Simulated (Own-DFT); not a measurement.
## Calculated data, AlN (wurtzite, strained, atoms displaced)

A calculation, not a measurement: plane-wave PBE density functional theory by an unreviewed code, no spin, of a simulated periodic cell, stress positive in tension, free energy of the whole cell less one offset for each atom, forces on such cells passed a denser k mesh, this cell's mesh not checked; offsets are fitted by least squares, one for each functional and potential file, so energies compare only between cells with the same atoms and settings and are not formation energies; the far tail of each file's local potential was reset to the Coulomb form; each entry is a single point on an unrelaxed cell, so the pressure reflects the starting lattice, mostly measured values (interpolated for alloys), from which strain is counted, and rises with the displacements; printed positions are rounded, which can move forces by about a meV/angstrom; the program, named Own-DFT, is a retired in-house code; no spin-orbit coupling. Program: Own-DFT development build.

Settings shared by all entries: functional PBE; potential files PseudoDojo norm-conserving, scalar-relativistic, standard set; wave cutoff 42 hartree; occupations Fermi-Dirac; smearing width 0.1 eV; hardware one NVIDIA H100; k mesh 2 x 2 x 2 centred on Gamma.

(1) AlN (wurtzite, strained, atoms displaced)

```
AlN
1.0
     12.5844    -0.0701     0.2097
     -6.3529    10.8657     0.0352
      0.1678     0.1294     9.9172
Al N Al N Al N Al N Al N Al N Al N Al N Al N Al N Al N Al N Al N Al N Al N Al N Al N Al N Al N Al N Al N Al N Al N Al N Al N Al N Al N Al N Al N Al N Al N Al N
2 2 2 2 2 2 2 2 2 2 2 2 2 2 2 2 2 2 2 2 2 2 2 2 2 2 2 2 2 2 2 2 2 2 2 2 2 2 2 2 2 2 2 2 2 2 2 2 2 2 2 2 2 2 2 2 2 2 2 2 2 2 2 2
Direct
  0.07907 0.16873 0.99496
  0.16497 0.08631 0.25259
  0.08555 0.16905 0.19643
  0.17323 0.08840 0.44113
  0.07625 0.16643 0.50634
  0.17347 0.08478 0.75670
  0.09072 0.16559 0.68675
  0.16349 0.07984 0.93505
  0.08833 0.42194 0.99956
  0.16485 0.33124 0.24272
  0.08504 0.42154 0.18182
  0.16822 0.33785 0.44099
  0.09058 0.41973 0.49411
  0.16660 0.32976 0.74905
  0.08619 0.42222 0.68894
  0.16769 0.33774 0.95234
  0.08080 0.66419 0.99969
  0.16658 0.58430 0.25193
  0.08748 0.66414 0.18698
  0.17401 0.58823 0.43675
  0.08212 0.66357 0.49309
  0.17132 0.58783 0.74784
  0.08226 0.66217 0.69305
  0.16427 0.58097 0.94932
  0.08795 0.91837 0.99964
  0.16383 0.83153 0.25468
  0.08683 0.91766 0.19914
  0.16977 0.83289 0.43963
  0.08391 0.91768 0.48951
  0.15932 0.82821 0.74353
  0.09022 0.92153 0.69094
  0.16406 0.83014 0.94396
  0.33443 0.16529 0.99260
  0.42083 0.07994 0.25452
  0.33770 0.16807 0.19062
  0.41527 0.08066 0.43756
  0.32938 0.16556 0.49932
  0.42483 0.09022 0.74748
  0.33300 0.16326 0.68303
  0.41721 0.08651 0.93704
  0.32952 0.42277 0.00567
  0.41582 0.33437 0.24817
  0.32903 0.41555 0.17584
  0.42051 0.33149 0.43612
  0.33393 0.41985 0.49661
  0.41227 0.33077 0.74839
  0.34216 0.42466 0.68700
  0.42478 0.33708 0.94158
  0.32688 0.66883 0.99623
  0.41304 0.58192 0.24541
  0.33510 0.66640 0.19264
  0.42821 0.58972 0.44012
  0.32746 0.66645 0.49703
  0.42223 0.57928 0.74698
  0.32957 0.65869 0.69252
  0.40752 0.57868 0.93938
  0.34555 0.91815 0.00240
  0.41377 0.83590 0.25669
  0.33944 0.91556 0.18541
  0.42097 0.83587 0.44143
  0.32717 0.91127 0.49126
  0.40933 0.83223 0.76373
  0.33849 0.92193 0.68903
  0.41075 0.83269 0.93489
  0.58664 0.16255 0.99827
  0.66372 0.08119 0.24295
  0.57776 0.16450 0.18600
  0.66557 0.08286 0.44629
  0.57956 0.17108 0.50527
  0.66708 0.08518 0.75877
  0.58018 0.16952 0.68702
  0.66469 0.08075 0.94237
  0.57805 0.40976 0.99654
  0.66837 0.33338 0.25112
  0.58715 0.41520 0.18558
  0.66348 0.32745 0.44605
  0.57162 0.41203 0.50488
  0.66568 0.33174 0.74742
  0.58710 0.42074 0.69007
  0.66712 0.33191 0.93893
  0.57892 0.66489 0.00184
  0.66286 0.57969 0.25298
  0.58913 0.66829 0.18363
  0.67079 0.58807 0.43271
  0.59247 0.67370 0.50487
  0.66920 0.58513 0.74816
  0.57867 0.66730 0.69653
  0.66467 0.58036 0.93391
  0.57162 0.90603 0.00030
  0.66869 0.83290 0.24786
  0.58471 0.91330 0.19843
  0.66887 0.84081 0.44294
  0.59665 0.92613 0.50019
  0.65887 0.83041 0.75791
  0.58075 0.91599 0.69205
  0.67107 0.83378 0.93879
  0.83989 0.16996 0.99899
  0.92027 0.08318 0.25340
  0.83222 0.16099 0.19543
  0.92142 0.08547 0.43426
  0.83166 0.16520 0.50373
  0.91451 0.07800 0.74533
  0.83646 0.17309 0.69552
  0.91813 0.09257 0.94215
  0.83418 0.42037 0.00458
  0.91928 0.34072 0.25576
  0.82995 0.42382 0.18902
  0.91037 0.33225 0.43519
  0.83389 0.41676 0.50107
  0.90994 0.33544 0.74562
  0.83131 0.42428 0.69077
  0.91672 0.33245 0.93710
  0.83887 0.67460 0.99756
  0.91823 0.57871 0.25010
  0.82896 0.66969 0.19729
  0.91670 0.58954 0.43209
  0.83375 0.66554 0.49550
  0.91613 0.57899 0.75381
  0.83152 0.66384 0.68687
  0.91291 0.58410 0.93608
  0.82950 0.91534 0.00173
  0.90905 0.82758 0.24813
  0.82977 0.91675 0.19024
  0.92265 0.83511 0.44614
  0.83753 0.92211 0.50181
  0.91299 0.82555 0.75693
  0.82287 0.90526 0.69701
  0.91666 0.83782 0.94309
```

The calculation gives: free energy of cell above offsets -53.040 eV; pressure 3.41 GPa; stress xx 0.37 GPa; stress yy -2.17 GPa; stress zz -8.41 GPa; stress yz 2.78 GPa; stress xz 3.86 GPa; stress xy -2.12 GPa; wall time 397.9 s.

Force:
| element | x (eV/Å) | y (eV/Å) | z (eV/Å) |
| --- | --- | --- | --- |
| Al | 1.253 | -0.234 | 1.068 |
| Al | 1.502 | 0.001 | -0.391 |
| N | -0.141 | -0.734 | -1.378 |
| N | -2.033 | -0.551 | -0.097 |
| Al | 2.27 | 0.462 | -1.897 |
| Al | -0.569 | -1.126 | -2.611 |
| N | -1.215 | -0.018 | 1.702 |
| N | -0.106 | 1.495 | 2.223 |
| Al | -1.291 | -1.502 | -0.884 |
| Al | -0.495 | 0.889 | 0.487 |
| N | -0.032 | -0.638 | 2.703 |
| N | 0.586 | -0.798 | -0.742 |
| Al | -1.555 | 0.043 | 1.08 |
| Al | -0.455 | 1.519 | 0.209 |
| N | -0.009 | -1.156 | -0.155 |
| N | 0.22 | -1.016 | -2.179 |
| Al | -0.101 | 0.272 | -0.448 |
| Al | 0.75 | -0.041 | -1.559 |
| N | -1.072 | 0.402 | 1.215 |
| N | -1.896 | -1.146 | 0.164 |
| Al | -0.301 | 0.206 | 0.997 |
| Al | -0.876 | -1.412 | 0.945 |
| N | -0.119 | 0.286 | -1.115 |
| N | -0.517 | 1.512 | -1.935 |
| Al | -0.225 | -0.701 | 0.6 |
| Al | 0.69 | 0.076 | -1.908 |
| N | -0.898 | -0.099 | -0.848 |
| N | -1.181 | -0.808 | 0.067 |
| Al | 0.677 | 0.686 | 1.634 |
| Al | 1.301 | 1.361 | 0.901 |
| N | -1.22 | -1.035 | -0.399 |
| N | 0.671 | 0.431 | -0.491 |
| Al | -0.38 | 0.612 | 1.56 |
| Al | -2.006 | 0.412 | -1.212 |
| N | -0.573 | -0.571 | -0.325 |
| N | -0.245 | 0.37 | 1.123 |
| Al | 1.255 | -0.183 | -0.998 |
| Al | -2.125 | -2.109 | 0.111 |
| N | 0.447 | 1.36 | 1.666 |
| N | 1.239 | -0.799 | 0.229 |
| Al | 1.517 | -1.34 | -3.798 |
| Al | 0.613 | -0.457 | -1.147 |
| N | 0.997 | 0.291 | 5.431 |
| N | -2.147 | 0.267 | 0.328 |
| Al | 0.851 | 0.239 | -0.074 |
| Al | 0.98 | 0.629 | 0.238 |
| N | -0.665 | -2.836 | -0.008 |
| N | -3.043 | -1.34 | -1.084 |
| Al | 1.159 | -1.263 | 0.965 |
| Al | 1.103 | 0.566 | 0.398 |
| N | -0.579 | 0.667 | -0.607 |
| N | -1.349 | -0.731 | -0.415 |
| Al | 3.065 | 1.28 | 0.975 |
| Al | -2.878 | 0.637 | 0.956 |
| N | 1.011 | 1.693 | -0.18 |
| N | 0.52 | 2.23 | 0.022 |
| Al | -3.81 | 0.929 | -0.846 |
| Al | 1.676 | -1.04 | -0.354 |
| N | -1.075 | 0.14 | 1.427 |
| N | -0.55 | -0.207 | 0.484 |
| Al | 2.179 | 1.353 | 2.057 |
| Al | 0.525 | 0.039 | -6.201 |
| N | -0.713 | -1.043 | 0.149 |
| N | 1.753 | -0.578 | 3.378 |
| Al | -1.697 | 1.242 | -0.064 |
| Al | 0.115 | 0.215 | 1.204 |
| N | 2.22 | 0.624 | 0.57 |
| N | -0.105 | 2.009 | -0.946 |
| Al | 0.836 | -2.456 | -1.438 |
| Al | -0.453 | -0.804 | -1.995 |
| N | 2.435 | 0.564 | 1.308 |
| N | 0.749 | -0.617 | 0.838 |
| Al | 1.783 | 1.632 | 0.246 |
| Al | -1.467 | -0.73 | 0.117 |
| N | -0.754 | 0.203 | 0.976 |
| N | -0.171 | 2.378 | -0.872 |
| Al | 2.378 | 1.359 | -0.735 |
| Al | -0.904 | 0.759 | 0.441 |
| N | -0.642 | -0.909 | 0.088 |
| N | 0.552 | -0.195 | 0.096 |
| Al | 0.835 | -0.736 | -1.546 |
| Al | -0.055 | -0.09 | -1.975 |
| N | -0.976 | -0.48 | 1.475 |
| N | -0.498 | -0.689 | 2.622 |
| Al | -0.74 | -0.253 | -0.615 |
| Al | -0.849 | -0.401 | 0.127 |
| N | 2.563 | 0.733 | -0.922 |
| N | 0.116 | 0.834 | 1.329 |
| Al | 1.83 | 1.186 | 0.596 |
| Al | -1.022 | -0.6 | 0.807 |
| N | -1.025 | -0.014 | -1.629 |
| N | 1.935 | -0.683 | -0.404 |
| Al | -2.44 | -1.954 | 0.796 |
| Al | -0.252 | 0.161 | -1.614 |
| N | 0.195 | 0.431 | 1.177 |
| N | -1.865 | -0.301 | 1.528 |
| Al | -1.799 | 0.052 | 0.978 |
| Al | -1.143 | -0.239 | -1.762 |
| N | 0.088 | 1.56 | -0.537 |
| N | -0.855 | 0.187 | 2.688 |
| Al | -0.573 | 0.139 | -0.95 |
| Al | -0.114 | 0.307 | 1.009 |
| N | 0.296 | -1.349 | -0.798 |
| N | 1.215 | -2.18 | -1.099 |
| Al | -0.269 | -0.992 | -1.646 |
| Al | -0.158 | -1.376 | -2.674 |
| N | 1.849 | -1.371 | 0.67 |
| N | 1.427 | 0.715 | 2.173 |
| Al | -1.207 | 0.362 | -0.395 |
| Al | 1.377 | 1.069 | 0.645 |
| N | 1.205 | -1.686 | -0.679 |
| N | -0.398 | 1.262 | 0.604 |
| Al | -1.337 | -1.932 | 0.918 |
| Al | -1.282 | 2.11 | -0.988 |
| N | 1.774 | -1.141 | -1.532 |
| N | 1.552 | -1.355 | 1.531 |
| Al | -0.577 | 0.466 | 0.304 |
| Al | -0.929 | 1.325 | -1.065 |
| N | 1.102 | 0.418 | 0.35 |
| N | 0.761 | 0.418 | 1.699 |
| Al | 0.32 | 0.984 | -0.297 |
| Al | 0.634 | 1.656 | 0.754 |
| N | 1.641 | 0.578 | 0.252 |
| N | -1.717 | 0.015 | -1.018 |
| Al | 0.052 | -1.644 | 0.126 |
| Al | 0.231 | 1.169 | -1.778 |
| N | 1.214 | 1.868 | -0.638 |
| N | 0.623 | 0.344 | 0.364 |

(2) AlN (wurtzite, strained, atoms displaced)

```
AlN
1.0
     12.6460    -0.1669     0.0603
     -6.4676    10.8712     0.1709
      0.0482     0.1858    10.0097
Al N Al N Al N Al N Al N Al N Al N Al N Al N Al N Al N Al N Al N Al N Al N Al N Al N Al N Al N Al N Al N Al N Al N Al N Al N Al N Al N Al N Al N Al N Al N Al N
2 2 2 2 2 2 2 2 2 2 2 2 2 2 2 2 2 2 2 2 2 2 2 2 2 2 2 2 2 2 2 2 2 2 2 2 2 2 2 2 2 2 2 2 2 2 2 2 2 2 2 2 2 2 2 2 2 2 2 2 2 2 2 2
Direct
  0.07938 0.16755 0.98994
  0.16756 0.08366 0.25013
  0.07541 0.15540 0.19416
  0.16482 0.08360 0.43984
  0.08178 0.16182 0.49795
  0.16357 0.08382 0.75366
  0.08316 0.16710 0.68635
  0.16914 0.09512 0.94687
  0.07657 0.41928 0.00256
  0.16981 0.33821 0.25443
  0.08195 0.41563 0.19301
  0.16726 0.33280 0.44594
  0.07658 0.41247 0.50102
  0.16840 0.33370 0.75208
  0.07950 0.41523 0.68820
  0.16310 0.33214 0.93782
  0.08103 0.66179 0.00773
  0.16536 0.58686 0.25192
  0.08100 0.66393 0.19485
  0.17175 0.59040 0.43898
  0.08305 0.66602 0.50067
  0.17119 0.58433 0.75680
  0.08455 0.66579 0.68686
  0.15717 0.57835 0.93025
  0.07904 0.91512 0.00539
  0.16189 0.83562 0.25669
  0.09069 0.92386 0.18322
  0.16655 0.83196 0.44505
  0.07986 0.91584 0.50913
  0.17860 0.83513 0.75057
  0.08273 0.91777 0.69338
  0.16803 0.83917 0.93403
  0.33515 0.17030 0.98960
  0.41756 0.08258 0.25652
  0.32436 0.16440 0.18740
  0.41526 0.08656 0.44221
  0.33086 0.16461 0.49675
  0.41603 0.07691 0.74373
  0.33485 0.15677 0.70027
  0.42009 0.08277 0.93420
  0.33246 0.42063 0.99856
  0.41398 0.32726 0.25627
  0.32680 0.41428 0.19171
  0.41558 0.33105 0.43328
  0.33896 0.42187 0.50533
  0.41984 0.33420 0.74722
  0.33309 0.41850 0.69295
  0.41548 0.33159 0.93637
  0.34231 0.67169 0.00703
  0.41406 0.58565 0.24949
  0.32346 0.66362 0.18603
  0.41677 0.58445 0.44577
  0.33596 0.66966 0.50794
  0.41930 0.57723 0.75668
  0.33482 0.66474 0.69651
  0.41861 0.58082 0.93661
  0.33535 0.91929 0.00087
  0.42261 0.83186 0.24782
  0.32647 0.91466 0.19876
  0.41233 0.83509 0.43965
  0.33345 0.91592 0.50160
  0.42318 0.83719 0.74927
  0.33298 0.91382 0.69132
  0.41537 0.83227 0.95012
  0.58888 0.16439 0.99992
  0.67270 0.09155 0.24996
  0.57376 0.16332 0.19391
  0.66261 0.08714 0.44944
  0.58140 0.17352 0.50270
  0.66318 0.08089 0.75527
  0.58840 0.16962 0.69085
  0.65956 0.08095 0.94247
  0.58647 0.41654 0.00271
  0.66899 0.32762 0.25252
  0.58068 0.41841 0.18968
  0.66480 0.33406 0.44305
  0.59081 0.42152 0.50112
  0.66831 0.33189 0.75575
  0.57851 0.41338 0.70061
  0.66678 0.33613 0.94115
  0.58299 0.66830 0.00915
  0.67274 0.58606 0.24466
  0.57539 0.65529 0.19514
  0.66869 0.58211 0.44599
  0.58702 0.66596 0.49673
  0.66525 0.58222 0.75232
  0.58747 0.66468 0.69444
  0.66787 0.59082 0.94243
  0.58592 0.91808 0.99949
  0.67450 0.84002 0.25030
  0.59100 0.92867 0.19072
  0.66838 0.83411 0.43879
  0.58736 0.92274 0.49970
  0.66803 0.82931 0.75563
  0.57753 0.91261 0.68953
  0.66588 0.83339 0.93525
  0.83332 0.16547 0.00069
  0.91403 0.08672 0.25178
  0.82529 0.15946 0.18454
  0.90992 0.07950 0.45014
  0.83635 0.17070 0.50452
  0.91296 0.07571 0.75525
  0.83636 0.16546 0.69171
  0.91223 0.07901 0.94619
  0.82589 0.40711 0.00356
  0.91690 0.33250 0.25414
  0.82924 0.42319 0.18692
  0.92494 0.34206 0.43695
  0.83984 0.43002 0.51193
  0.91340 0.33013 0.75632
  0.82708 0.40761 0.69143
  0.92513 0.32864 0.94412
  0.83020 0.66453 0.00013
  0.92232 0.58621 0.25416
  0.83221 0.66401 0.19012
  0.91878 0.58103 0.44174
  0.83554 0.66761 0.50259
  0.91505 0.58637 0.74879
  0.82322 0.67306 0.69606
  0.91787 0.58535 0.93968
  0.83544 0.91210 0.99965
  0.91676 0.83333 0.24879
  0.82827 0.91951 0.18773
  0.91160 0.82600 0.44541
  0.83512 0.91941 0.50597
  0.92362 0.84002 0.75029
  0.83701 0.92562 0.69086
  0.91131 0.82493 0.94245
```

The calculation gives: free energy of cell above offsets -53.131 eV; pressure 1.65 GPa; stress xx 1.55 GPa; stress yy -2.73 GPa; stress zz -3.79 GPa; stress yz 5.2 GPa; stress xz 2.36 GPa; stress xy -5.85 GPa; wall time 389.5 s.

Force:
| element | x (eV/Å) | y (eV/Å) | z (eV/Å) |
| --- | --- | --- | --- |
| Al | 0.509 | -0.087 | 2.222 |
| Al | -1.346 | 0.062 | -0.243 |
| N | -0.098 | 1.878 | -0.367 |
| N | 0.15 | -0.746 | 0.346 |
| Al | -0.411 | 0.891 | 0.099 |
| Al | 0.643 | 0.381 | 0.069 |
| N | 0.271 | -0.425 | 1.194 |
| N | -0.293 | -2.231 | -1.37 |
| Al | 3.043 | -0.046 | 0.355 |
| Al | -0.955 | -1.775 | 0.079 |
| N | -0.132 | 0.521 | -0.224 |
| N | -0.265 | 0.376 | -0.268 |
| Al | 2.581 | 1.674 | 0.364 |
| Al | -1.335 | -0.234 | -0.967 |
| N | 0.451 | 0.224 | 0.767 |
| N | -0.27 | 1.329 | 0.611 |
| Al | -0.177 | 0.989 | -1.845 |
| Al | -0.15 | -1.105 | 0.691 |
| N | 0.371 | 1.118 | -0.28 |
| N | -0.304 | -0.854 | 0.51 |
| Al | 1.223 | -0.013 | 0.148 |
| Al | -1.04 | -0.781 | -3.033 |
| N | -0.237 | 0.197 | 0.744 |
| N | 0.679 | 1.395 | 3.901 |
| Al | 0.946 | 0.7 | -2.246 |
| Al | 0.824 | -0.114 | -0.489 |
| N | -1.076 | -1.834 | 2.305 |
| N | -1.264 | 0.892 | 0.082 |
| Al | 0.727 | -0.138 | -1.222 |
| Al | -3.23 | -1.501 | 0.129 |
| N | 1.266 | 0.226 | 0.22 |
| N | 0.182 | -0.741 | 1.73 |
| Al | 0.531 | -1.165 | 1.272 |
| Al | -2.43 | -0.866 | -0.885 |
| N | 2.673 | 0.71 | 0.057 |
| N | 0.292 | -0.329 | 0.664 |
| Al | -0.058 | 0.078 | 1.105 |
| Al | 0.436 | 1.027 | 1.1 |
| N | -1.607 | 1.463 | -1.686 |
| N | 0.024 | 0.537 | 0.735 |
| Al | 0.464 | -2.269 | 0.635 |
| Al | -0.674 | 0.669 | -2.718 |
| N | 1.511 | 1.088 | -0.424 |
| N | 0.106 | 0.954 | 3.183 |
| Al | -0.609 | -1.492 | -0.865 |
| Al | -1.703 | -1.622 | 0.871 |
| N | 1.202 | -0.722 | -0.106 |
| N | 0.039 | 1.955 | 0.383 |
| Al | -1.029 | -1.93 | -2.247 |
| Al | -0.64 | -1.593 | 0.92 |
| N | 2.385 | 0.868 | 1.136 |
| N | 0.035 | 1.015 | -0.769 |
| Al | -0.175 | -0.537 | -0.502 |
| Al | -0.643 | 1.408 | -1.658 |
| N | 0.695 | 0.584 | 0.162 |
| N | -0.605 | 1.674 | 2.005 |
| Al | -0.719 | -0.301 | 0.785 |
| Al | -2.007 | 0.725 | 0.387 |
| N | 1.532 | 0.173 | -0.865 |
| N | 1.598 | 0.178 | 0.142 |
| Al | -0.165 | 0.011 | -0.694 |
| Al | -1.847 | -2.004 | 0.992 |
| N | 2.177 | 0.518 | -0.824 |
| N | 0.422 | 1.121 | -1.153 |
| Al | -2.883 | 0.237 | 0.292 |
| Al | -2.407 | -1.35 | 1.448 |
| N | 2.893 | 1.021 | -0.803 |
| N | 0.885 | 1.128 | -1.362 |
| Al | 0.78 | -1.249 | 0.305 |
| Al | 0.469 | 0.267 | -1.554 |
| N | -0.347 | -0.649 | 0.38 |
| N | 1.924 | 0.763 | -0.345 |
| Al | -1.524 | 0.257 | -0.32 |
| Al | -2.24 | 1.059 | 0.105 |
| N | 1.169 | -0.561 | 0.531 |
| N | 0.912 | 1.453 | -0.162 |
| Al | -1.106 | -1.749 | 0.269 |
| Al | -1.712 | -0.457 | -0.596 |
| N | 2.523 | 1.098 | -1.699 |
| N | 0.617 | -0.941 | 0.438 |
| Al | 0.38 | -0.788 | -1.373 |
| Al | -1.608 | -1.734 | 1.207 |
| N | 0.731 | 2.516 | -0.033 |
| N | 0.047 | 1.107 | -1.18 |
| Al | -0.459 | 0.022 | 0.792 |
| Al | -1.086 | -0.495 | 0.754 |
| N | -0.836 | 0.3 | -0.819 |
| N | -0.034 | -1.121 | 0.463 |
| Al | -0.092 | -0.697 | 0.449 |
| Al | -2.272 | -1.405 | 0.489 |
| N | 0.389 | -1.889 | -0.037 |
| N | -0.225 | 0.509 | 0.522 |
| Al | -0.382 | -1.401 | -0.177 |
| Al | -0.627 | 0.043 | -1.906 |
| N | 2.491 | 1.282 | 0.256 |
| N | -0.058 | 0.343 | 2.185 |
| Al | 0.186 | -1.147 | -0.648 |
| Al | 0.417 | -0.785 | 0.238 |
| N | 1.479 | 2.309 | 1.124 |
| N | 0.155 | 1.542 | -1.726 |
| Al | -0.585 | -0.259 | -0.005 |
| Al | -0.134 | 2.903 | -0.2 |
| N | -0.779 | -0.158 | 1.11 |
| N | -0.229 | 0.116 | -0.931 |
| Al | 1.023 | 1.933 | -0.785 |
| Al | -0.586 | 0.304 | -1.097 |
| N | 1.923 | -1.151 | 0.9 |
| N | -2.448 | -1.466 | 0.542 |
| Al | 0.123 | -3.87 | -1.566 |
| Al | 1.001 | 0.093 | -0.884 |
| N | 0.761 | 1.892 | 1.205 |
| N | -3.846 | -0.281 | -0.464 |
| Al | 0.797 | -1.141 | -0.165 |
| Al | -1.837 | -0.974 | -0.537 |
| N | 1.389 | 1.339 | 0.294 |
| N | -0.972 | 2.28 | 0.017 |
| Al | -0.501 | -1.215 | 0.639 |
| Al | 0.285 | 0.161 | 0.604 |
| N | 3.525 | -0.248 | -1.116 |
| N | -0.434 | -0.88 | 0.294 |
| Al | -0.825 | 0.008 | 0.065 |
| Al | -0.248 | 0.477 | 0.114 |
| N | 2.665 | -0.169 | 0.013 |
| N | 0.114 | 2.439 | -0.956 |
| Al | -0.254 | -1.552 | -0.599 |
| Al | -1.649 | -1.175 | 0.516 |
| N | 0.508 | -2.781 | 0.456 |
| N | 0.165 | 2.379 | -0.125 |
